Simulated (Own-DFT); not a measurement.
# Strain and stress in wurtzite AlGaN with randomly placed atoms, 96 atoms (Al12Ga36N48)

These are calculations, not measurements. The program, named Own-DFT, is a retired in-house plane-wave density functional code that no person has reviewed. Each row is one single-point run on a periodic cell that was not relaxed, without spin or spin-orbit coupling.

Settings of every run: PBE; PseudoDojo norm-conserving scalar-relativistic files (stringent for Ga); cutoff 96 hartree; 3 x 4 x 3 k mesh centred on Gamma; Gaussian smearing of 0.01 eV.

Known limits: k mesh not checked against a denser one; stress not checked against mesh or cutoff.

Unstrained cell vectors in Å: (12.679, 0.000, 0.000); (-4.755, 8.235, 0.000); (0.000, 0.000, 10.268). The unstrained cell has measured lattice constants (interpolated for alloys), not those of this functional. That, the random moves and any unrelaxed bonds set the pressure at no strain. Each run strains this cell uniformly, with the atoms carried along. Every atom was also moved at random, by a Gaussian of width 0.05 Å on each axis. The random placing of the alloy's atoms differs from row to row. Strain is the symmetric tensor, in per cent. Stress is positive in tension, and the pressure is minus a third of its trace.

```
run,e_xx (%),e_yy (%),e_zz (%),s_xx (GPa),s_yy (GPa),s_zz (GPa),P (GPa),E (meV/atom)
1,-0.50,-0.50,0.00,-10.33,-8.04,-9.06,9.14,10.1
2,2.75,2.75,0.00,5.53,6.31,-2.91,-2.98,0.0
3,-2.50,-2.50,0.00,-23.00,-23.08,-11.16,19.08,59.0
4,-2.00,-2.00,0.00,-20.88,-17.88,-9.65,16.14,38.7
5,-3.00,-3.00,0.00,-26.00,-27.65,-11.99,21.88,79.2
6,0.75,0.75,0.00,-2.67,-3.74,-6.77,4.39,11.3
7,3.00,3.00,0.00,6.51,7.65,-2.88,-3.76,1.5
8,-1.00,-1.00,0.00,-12.35,-12.81,-9.18,11.45,17.6
9,1.00,1.00,0.00,?,?,?,?,?
```

E is the free energy for each atom above the lowest run shown.

## Worked fit

The change of volume is close to e_xx + e_yy + e_zz. A straight line through the runs shown gives P = 8.21 - 209 x (fractional change of volume) GPa, with an error of 8 on the slope and a scatter of 0.97 GPa. The strain isn't the same on all axes and the cell isn't cubic, so the slope belongs to this path and is not the bulk modulus.

## Withheld run

Question: what pressure should run 9 give? Its volume changes by 2.01 %.

The line gives 4.0 GPa. The calculation gave 3.07 GPa.
